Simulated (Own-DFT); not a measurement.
Simulation results for AlN (wurtzite, atoms displaced)

A calculation, not a measurement: plane-wave PBE density functional theory by an unreviewed code, no spin, of a simulated periodic cell, stress positive in tension, free energy of the whole cell less one offset for each atom, forces on such cells passed a denser k mesh, this cell's mesh not checked; offsets are fitted by least squares, one for each functional and potential file, so energies compare only between cells with the same atoms and settings and are not formation energies; the far tail of each file's local potential was reset to the Coulomb form; each entry is a single point on an unrelaxed cell, so the pressure reflects the starting lattice, mostly measured values (interpolated for alloys), from which strain is counted, and rises with the displacements; printed positions are rounded, which can move forces by about a meV/angstrom; the program, named Own-DFT, is a retired in-house code; no spin-orbit coupling. Program: Own-DFT development build.

Settings shared by all entries: functional PBE; potential files PseudoDojo norm-conserving, scalar-relativistic, standard set; wave cutoff 42 hartree; occupations Fermi-Dirac; smearing width 0.1 eV; hardware one NVIDIA H100; k mesh 2 x 2 x 2 centred on Gamma.

(1) AlN (wurtzite, atoms displaced)

```xyz
128
Lattice="12.4480 0.0000 0.0000 -6.2240 10.7803 0.0000 0.0000 0.0000 9.9640" Properties=species:S:1:pos:R:3 AlN
Al     0.0007     1.7800     0.0069
Al     1.5684     0.8933     2.5195
N     -0.0279     1.7996     1.9509
N      1.5637     0.8996     4.3696
Al    -0.0127     1.7749     4.9744
Al     1.5627     0.8735     7.4690
N      0.0086     1.7838     6.8960
N      1.5592     0.9160     9.3772
Al    -1.5257     4.4998     0.0161
Al     0.0126     3.6048     2.4778
N     -1.5391     4.4850     1.9639
N      0.0162     3.6054     4.4062
Al    -1.5387     4.4969     4.9822
Al    -0.0049     3.6235     7.4580
N     -1.5645     4.4982     6.8711
N     -0.0105     3.5770     9.3836
Al    -3.1240     7.2121     0.0321
Al    -1.5202     6.3539     2.4782
N     -3.0990     7.1960     1.9389
N     -1.5596     6.2881     4.4043
Al    -3.1081     7.2447     4.9510
Al    -1.5362     6.2979     7.4590
N     -3.1129     7.1937     6.8748
N     -1.5580     6.3027     9.3718
Al    -4.6371     9.8640     0.0083
Al    -3.1166     9.0045     2.5065
N     -4.6864     9.8475     1.8735
N     -3.0993     8.9757     4.3753
Al    -4.6627     9.8549     4.9848
Al    -3.0903     8.9720     7.4707
N     -4.6686     9.8783     6.8605
N     -3.0888     8.9577     9.3666
Al     3.1041     1.7776     0.0053
Al     4.6469     0.8931     2.4839
N      3.1172     1.7724     1.9167
N      4.6739     0.8923     4.3910
Al     3.1131     1.8553     4.9927
Al     4.6705     0.8795     7.4979
N      3.0927     1.7735     6.8842
N      4.6517     0.8727     9.3674
Al     1.5531     4.5059     9.9562
Al     3.1146     3.6089     2.4950
N      1.5524     4.4785     1.9340
N      3.1101     3.6033     4.3876
Al     1.5523     4.5007     5.0000
Al     3.1179     3.5937     7.4517
N      1.5354     4.5002     6.8874
N      3.0878     3.6090     9.3576
Al    -0.0168     7.1521     0.0202
Al     1.5806     6.2921     2.4731
N     -0.0247     7.1453     1.9217
N      1.5613     6.2739     4.3669
Al    -0.0089     7.2019     4.9440
Al     1.5543     6.2839     7.4630
N      0.0254     7.1766     6.8699
N      1.5686     6.2565     9.3600
Al    -1.5619     9.8993     0.0006
Al     0.0318     8.9752     2.4941
N     -1.5196     9.8938     1.9163
N      0.0059     8.9852     4.3627
Al    -1.5549     9.8927     4.9737
Al     0.0172     8.9887     7.4646
N     -1.5408     9.9101     6.9020
N      0.0113     8.9831     9.3510
Al     6.2445     1.7818     0.0028
Al     7.7901     0.8947     2.4893
N      6.2495     1.7560     1.9072
N      7.7919     0.9093     4.3748
Al     6.2066     1.8035     4.9922
Al     7.7691     0.8919     7.5178
N      6.2398     1.8312     6.8925
N      7.7701     0.9352     9.3391
Al     4.7124     4.4846     9.9481
Al     6.2679     3.5928     2.5036
N      4.6465     4.4694     1.9015
N      6.1853     3.5862     4.3837
Al     4.6699     4.5112     4.9804
Al     6.2361     3.5979     7.4871
N      4.6474     4.4762     6.8423
N      6.2422     3.5734     9.3510
Al     3.1146     7.1763     9.9507
Al     4.6520     6.2848     2.4834
N      3.1158     7.1788     1.8735
N      4.6807     6.2317     4.4115
Al     3.1139     7.2151     4.9825
Al     4.6588     6.2940     7.4912
N      3.1364     7.2115     6.8746
N      4.6562     6.2691     9.3551
Al     1.5468     9.8579     9.9574
Al     3.0894     8.9871     2.4681
N      1.5279     9.8797     1.8589
N      3.1042     8.9779     4.3863
Al     1.5743     9.9002     4.9572
Al     3.1384     8.9838     7.4688
N      1.5774     9.8729     6.8943
N      3.1018     8.9971     9.3377
Al     9.3474     1.7906     9.9277
Al    10.9107     0.8746     2.5338
N      9.2991     1.7881     1.9006
N     10.9384     0.8602     4.3817
Al     9.3562     1.8098     5.0255
Al    10.8885     0.9309     7.4545
N      9.3431     1.8028     6.9144
N     10.8491     0.9183     9.3614
Al     7.7632     4.5214     9.9554
Al     9.3421     3.5886     2.5004
N      7.8032     4.4723     1.8907
N      9.3145     3.5842     4.4045
Al     7.7681     4.4786     4.9814
Al     9.3393     3.6005     7.5016
N      7.8027     4.4850     6.9010
N      9.3071     3.5771     9.3684
Al     6.2236     7.2085     9.9309
Al     7.7625     6.3081     2.4922
N      6.2151     7.2003     1.8967
N      7.7537     6.2782     4.3858
Al     6.1853     7.1991     4.9931
Al     7.7754     6.3163     7.5029
N      6.1990     7.1725     6.9482
N      7.7867     6.2389     9.3762
Al     4.6864     9.8665     9.9454
Al     6.2142     8.9724     2.5490
N      4.6638     9.8630     1.9041
N      6.2061     8.9508     4.4091
Al     4.6231     9.8765     4.9859
Al     6.2085     9.0131     7.4535
N      4.6650     9.8784     6.8830
N      6.2460     9.0063     9.3567
```

It finds free energy of cell above offsets -62.291 eV; pressure 3.79 GPa; stress xx -3.57 GPa; stress yy -3.62 GPa; stress zz -4.17 GPa; stress yz 0.5 GPa; stress xz 0.19 GPa; stress xy -0.14 GPa; wall time 351.4 s.

Force:
```tsv
element	x (eV/Å)	y (eV/Å)	z (eV/Å)
Al	-0.414	0.128	0.236
Al	-0.436	-0.055	-0.696
N	0.695	-0.263	-0.737
N	0.074	-0.346	0.818
Al	0.767	0.565	0.18
Al	-0.215	0.411	0.084
N	-0.029	0.325	-0.309
N	-0.097	-0.826	0.027
Al	-0.957	-0.336	0.197
Al	-0.205	-0.286	0.744
N	-0.254	0.684	-0.923
N	-0.24	-0.482	-0.037
Al	-0.461	-0.063	-0.291
Al	-0.141	-0.718	0.269
N	0.139	0.04	0.323
N	0.263	0.283	-0.127
Al	0.229	-0.843	-0.159
Al	-1.373	-1.857	0.975
N	-0.323	0.243	-0.455
N	-0.032	0.472	-0.281
Al	-0.297	-1.768	0.441
Al	-0.336	-0.063	-0.056
N	0.077	0.113	-0.048
N	-0.217	-0.257	0.155
Al	-0.323	0.451	-0.388
Al	0.339	-0.062	-0.576
N	0.217	0.453	0.872
N	-0.185	0.835	0.242
Al	-0.11	0.643	-0.239
Al	-0.181	0.197	-0.112
N	0.233	-0.322	0.349
N	-0.308	0.525	0.116
Al	0.133	0.755	-0.051
Al	0.851	0.198	0.33
N	-0.289	0.481	-0.333
N	-0.372	0.265	0.105
Al	0.042	-1.137	-0.198
Al	0.072	0.908	-0.565
N	0.457	0.328	0.052
N	0.269	0.595	0.367
Al	0.055	-0.772	0.334
Al	-0.141	-0.603	-0.02
N	0.288	0.422	-0.861
N	-0.05	0.323	0.163
Al	0.077	-0.073	-0.389
Al	-0.356	-0.22	0.321
N	0.506	-0.024	-0.077
N	0.706	-0.415	0.236
Al	0.479	0.654	-0.54
Al	-0.38	-0.503	0.304
N	1.562	1.201	-0.652
N	0.135	0.652	0.294
Al	0.347	-0.46	0.431
Al	0.381	0.253	-0.069
N	-0.32	0.426	-0.178
N	-0.389	0.809	0.272
Al	0.518	-0.663	0.18
Al	-0.628	0.044	-0.376
N	-0.65	-0.542	-0.288
N	0.087	0.198	0.5
Al	0.218	0.13	0.158
Al	0.046	-0.252	-0.053
N	-0.083	-0.8	-0.556
N	-0.416	-0.403	0.537
Al	-0.425	0.148	0.157
Al	-0.117	-0.046	-0.032
N	-0.644	0.697	-0.192
N	0.068	-0.078	0.522
Al	0.351	-0.134	-0.117
Al	0.183	0.158	-1.222
N	-0.371	-0.809	-0.012
N	0.187	-1.067	1.051
Al	-0.927	-0.354	0.202
Al	-0.725	-0.412	-0.338
N	0.865	0.368	-0.248
N	0.657	0.07	0.168
Al	-0.184	-0.973	-0.052
Al	-0.115	0.25	-0.602
N	0.471	0.383	0.898
N	-0.314	0.24	0.595
Al	-0.087	0.188	-0.324
Al	0.437	-0.341	0.14
N	-0.118	0.339	0.228
N	-0.557	1.75	-0.649
Al	-0.066	-1.021	-0.052
Al	-0.188	-0.598	-0.551
N	-0.423	-0.438	0.079
N	0.373	0.365	0.529
Al	0.105	0.749	-0.589
Al	0.242	-0.01	-0.089
N	0.663	-0.202	0.592
N	-0.04	0.121	-0.457
Al	-0.5	0.04	0.604
Al	-0.498	0.115	-0.058
N	-0.126	0.3	-0.514
N	0.419	-0.479	0.751
Al	-0.693	0.376	0.865
Al	-0.829	0.335	-1.071
N	1.094	-0.107	-0.127
N	-1.067	0.329	0.786
Al	-0.255	-0.252	-0.561
Al	0.156	-0.506	0.422
N	-0.255	-0.069	-0.368
N	1.216	-0.794	-0.002
Al	0.51	-1.416	0.288
Al	0.1	-0.237	-0.046
N	-0.327	0.761	0.106
N	0.54	0.06	0.01
Al	-0.066	0.207	0.292
Al	0.004	0.069	-0.315
N	-0.479	0.503	-0.214
N	0.703	0.692	0.504
Al	-0.042	-0.333	0.275
Al	0.24	-0.567	0.063
N	-0.153	-0.198	-0.246
N	0.183	0.533	0.284
Al	0.596	-1.018	0.462
Al	0.28	-0.688	-0.719
N	0.369	0.601	-0.82
N	-0.104	1.746	0.282
Al	-0.413	0.567	0.218
Al	-0.075	0.039	-1.028
N	0.06	0.044	-0.018
N	-0.001	0.677	0.317
Al	0.764	-0.073	0.104
Al	0.352	-0.481	0.164
N	-0.002	0.492	-0.228
N	-0.048	-0.208	-0.07
```

(2) AlN (wurtzite, atoms displaced)

```xyz
128
Lattice="12.4480 0.0000 0.0000 -6.2240 10.7803 0.0000 0.0000 0.0000 9.9640" Properties=species:S:1:pos:R:3 AlN
Al     0.0305     1.8147     0.0019
Al     1.5348     0.9315     2.4957
N     -0.0120     1.8183     1.9111
N      1.5605     0.9024     4.3875
Al    -0.0187     1.7769     4.9853
Al     1.5404     0.9033     7.4799
N      0.0176     1.8051     6.8683
N      1.5806     0.8839     9.3683
Al    -1.5488     4.4675     9.9601
Al     0.0010     3.5749     2.4801
N     -1.5585     4.4739     1.9129
N      0.0079     3.5911     4.4064
Al    -1.5563     4.4620     4.9784
Al    -0.0331     3.5767     7.4745
N     -1.5541     4.4930     6.8705
N     -0.0259     3.6073     9.4007
Al    -3.1000     7.1652     9.9453
Al    -1.5727     6.2926     2.5272
N     -3.1171     7.1915     1.9030
N     -1.5522     6.2810     4.4000
Al    -3.0831     7.1841     4.9884
Al    -1.5345     6.2789     7.4727
N     -3.1312     7.1924     6.8563
N     -1.5850     6.2918     9.4021
Al    -4.6709     9.8614     9.9452
Al    -3.1483     9.0258     2.4764
N     -4.6320     9.8859     1.8836
N     -3.1329     8.9802     4.3910
Al    -4.6802     9.8848     5.0055
Al    -3.1524     8.9576     7.4483
N     -4.6463     9.8998     6.8949
N     -3.0847     8.9982     9.3905
Al     3.1102     1.7940     0.0104
Al     4.6977     0.9227     2.4969
N      3.1219     1.7814     1.9105
N      4.6515     0.9107     4.3550
Al     3.1310     1.8278     4.9777
Al     4.6798     0.8726     7.4943
N      3.0971     1.8086     6.9111
N      4.6725     0.9199     9.3738
Al     1.5464     4.4632     0.0187
Al     3.1200     3.5851     2.4840
N      1.5811     4.4993     1.9296
N      3.0968     3.5981     4.4124
Al     1.5508     4.4936     4.9519
Al     3.0927     3.5784     7.4981
N      1.5446     4.5237     6.8772
N      3.1241     3.5957     9.4227
Al     0.0239     7.1581     0.0085
Al     1.5320     6.3068     2.5253
N      0.0149     7.1644     1.9036
N      1.5459     6.3315     4.3762
Al     0.0076     7.1898     4.9887
Al     1.5654     6.2797     7.4764
N      0.0322     7.1547     6.9200
N      1.5304     6.2924     9.3506
Al    -1.5839     9.8476     9.9540
Al     0.0253     8.9578     2.4760
N     -1.5618     9.8589     1.8895
N     -0.0342     8.9753     4.3686
Al    -1.5402     9.8867     4.9587
Al     0.0334     8.9970     7.5082
N     -1.5752     9.8721     6.8857
N      0.0092     8.9635     9.3926
Al     6.2209     1.8358     9.9623
Al     7.7540     0.8800     2.5147
N      6.2402     1.8064     1.9084
N      7.7838     0.8944     4.4179
Al     6.2368     1.8214     4.9853
Al     7.7820     0.8957     7.4764
N      6.2306     1.8269     6.8754
N      7.7666     0.8996     9.3629
Al     4.6761     4.4543     9.9537
Al     6.2111     3.6082     2.4953
N      4.6778     4.4754     1.8907
N      6.2470     3.5910     4.4014
Al     4.6540     4.4967     4.9807
Al     6.2087     3.5662     7.4659
N      4.6592     4.5159     6.8895
N      6.2606     3.5898     9.3859
Al     3.1369     7.1892     9.9576
Al     4.6741     6.3172     2.4675
N      3.0981     7.1757     1.9113
N      4.7175     6.2701     4.3642
Al     3.1131     7.1975     4.9993
Al     4.6541     6.2546     7.4872
N      3.1161     7.1714     6.8779
N      4.6798     6.2626     9.3976
Al     1.5929     9.8916     0.0038
Al     3.1122     9.0242     2.5207
N      1.5489     9.8573     1.8993
N      3.1055     8.9811     4.3710
Al     1.5771     9.8889     4.9787
Al     3.1032     8.9824     7.4747
N      1.5753     9.9099     6.8901
N      3.1498     8.9566     9.3726
Al     9.3250     1.7931     9.9624
Al    10.8730     0.8924     2.5021
N      9.3192     1.8237     1.9328
N     10.8779     0.8895     4.4016
Al     9.3316     1.7747     4.9640
Al    10.9148     0.8827     7.4830
N      9.3420     1.8182     6.9127
N     10.8454     0.8529     9.4053
Al     7.7808     4.5020     0.0004
Al     9.3539     3.6052     2.4719
N      7.7560     4.5021     1.8693
N      9.3043     3.5913     4.3779
Al     7.7588     4.4714     4.9784
Al     9.3464     3.5593     7.4628
N      7.7580     4.4782     6.8869
N      9.3574     3.5764     9.3853
Al     6.2126     7.1779     0.0047
Al     7.8181     6.2930     2.4526
N      6.2618     7.1813     1.9041
N      7.8189     6.2692     4.3791
Al     6.2367     7.2255     5.0017
Al     7.7677     6.3062     7.4638
N      6.2364     7.1655     6.8542
N      7.7593     6.2546     9.4032
Al     4.7223     9.8792     9.9108
Al     6.2080     8.9588     2.5133
N      4.6448     9.8463     1.8777
N      6.2169     8.9751     4.4039
Al     4.6648     9.8484     4.9924
Al     6.2186     8.9992     7.4489
N      4.6989     9.8740     6.8801
N      6.1940     9.0092     9.3401
```

The calculation gives: free energy of cell above offsets -62.284 eV; pressure 3.78 GPa; stress xx -3.78 GPa; stress yy -3.9 GPa; stress zz -3.65 GPa; stress yz -0.06 GPa; stress xz -0.01 GPa; stress xy 0.5 GPa; wall time 372.3 s.

Force:
```tsv
element	x (eV/Å)	y (eV/Å)	z (eV/Å)
Al	-0.725	-0.698	0.061
Al	0.528	-0.71	-0.05
N	-0.05	-0.645	-0.308
N	-0.237	0.019	0.291
Al	0.487	0.336	-0.302
Al	0.625	0.077	-0.132
N	-0.538	-0.345	0.525
N	-0.655	0.311	0.175
Al	-0.685	0.735	0.489
Al	0.069	0.793	0.49
N	0.388	0.48	-0.163
N	-0.249	-0.348	-0.357
Al	-0.328	0.348	-0.194
Al	0.7	0.694	-0.159
N	-0.196	-0.215	0.262
N	0.721	-0.619	-0.59
Al	-0.567	0.455	0.609
Al	0.198	-0.026	-0.684
N	0.492	0.311	-0.291
N	0.346	-0.137	0.325
Al	-0.629	-0.049	-0.588
Al	-0.452	0.225	0.191
N	0.477	-0.367	0.749
N	0.86	-0.55	-0.639
Al	0.192	0.134	0.262
Al	1.048	-0.917	0.405
N	-1.731	0.49	0.011
N	0.2	0.243	0.118
Al	0.492	0.133	-0.508
Al	1.007	0.377	0.492
N	-0.846	-0.138	-0.083
N	-1.205	-0.901	-0.882
Al	0.364	-0.207	0.056
Al	-0.404	-0.824	-0.639
N	-0.241	0.315	-0.08
N	0.625	0.11	0.899
Al	-0.451	-0.609	0.356
Al	-0.308	0.455	-0.348
N	0.371	-0.335	-0.386
N	0.03	-0.406	0.25
Al	0.287	0.958	0.053
Al	0.172	0.122	0.15
N	-0.601	-0.213	-0.192
N	0.358	0.189	-0.508
Al	-0.077	0.424	0.545
Al	0.034	0.563	-0.221
N	-0.006	-0.969	0.103
N	-0.56	-0.265	-0.688
Al	-0.632	0.346	0.001
Al	0.67	-0.312	-0.697
N	-0.535	0.048	0.024
N	0.336	-0.59	0.714
Al	-0.339	0.009	0.288
Al	0.025	-0.04	0.07
N	-0.476	0.964	-0.643
N	0.958	-0.589	0.535
Al	1.14	0.881	0.411
Al	-0.932	0.095	-0.165
N	0.364	0.49	0.248
N	1.056	0.167	0.43
Al	-0.768	0.066	0.188
Al	-0.667	-0.451	-0.346
N	0.545	-0.124	-0.088
N	0.22	0.324	0.02
Al	0.138	-0.85	0.219
Al	0.401	0.327	-0.335
N	-0.107	0.024	-0.061
N	-0.245	-0.193	-0.258
Al	-0.399	-0.423	-0.108
Al	0.007	0.631	0.002
N	-0.222	-1.084	0.045
N	0.101	-0.032	0.279
Al	0.392	0.444	0.436
Al	0.503	-0.02	-0.017
N	-0.256	0.347	0.155
N	-0.945	-0.044	-0.256
Al	0.44	0.042	-0.003
Al	0.248	0.929	0.274
N	-0.185	-0.974	0.055
N	-0.672	0.141	-0.528
Al	-0.642	-0.471	0.414
Al	0.037	-0.645	0.122
N	0.14	0.558	-0.108
N	-0.778	0.663	0.451
Al	0.397	-0.609	-0.661
Al	0.452	0.724	-0.038
N	0.104	0.448	0.177
N	-0.165	0.099	-0.366
Al	-0.405	-0.363	-0.117
Al	-0.156	-1.138	-1.003
N	0.334	0.635	0.163
N	0.185	0.121	0.871
Al	-0.805	-0.31	0.046
Al	0.428	-0.208	0.135
N	-0.094	-0.522	-0.263
N	-0.307	0.531	-0.265
Al	-0.177	-0.001	0.395
Al	0.001	-0.113	-0.462
N	0.021	-0.887	-0.388
N	0.19	-0.428	-0.019
Al	0.009	0.764	0.456
Al	-0.468	0.343	0.047
N	0.275	-1.153	-0.706
N	1.193	1.143	-0.603
Al	0.35	-0.584	-0.076
Al	-0.92	0.117	0.277
N	0.516	-0.249	0.513
N	0.618	-0.341	0.202
Al	0.537	0.768	0.224
Al	-0.478	1.147	0.317
N	0.396	0.098	0.136
N	-0.284	0.159	-0.265
Al	0.274	0.204	-0.005
Al	-0.416	-0.339	0.797
N	-0.568	0.322	-0.254
N	-0.5	0.394	0.098
Al	0.473	-1.506	-0.809
Al	0.218	-0.92	0.151
N	-0.595	0.697	0.886
N	0.298	1.105	-0.821
Al	-1.418	-0.246	1.144
Al	0.497	0.446	-0.564
N	0.727	0.7	0.262
N	0.024	0.523	-0.015
Al	-0.031	0.539	-0.208
Al	0.499	-0.721	0.094
N	-0.791	0.151	-0.103
N	1.309	-0.998	-0.023
```
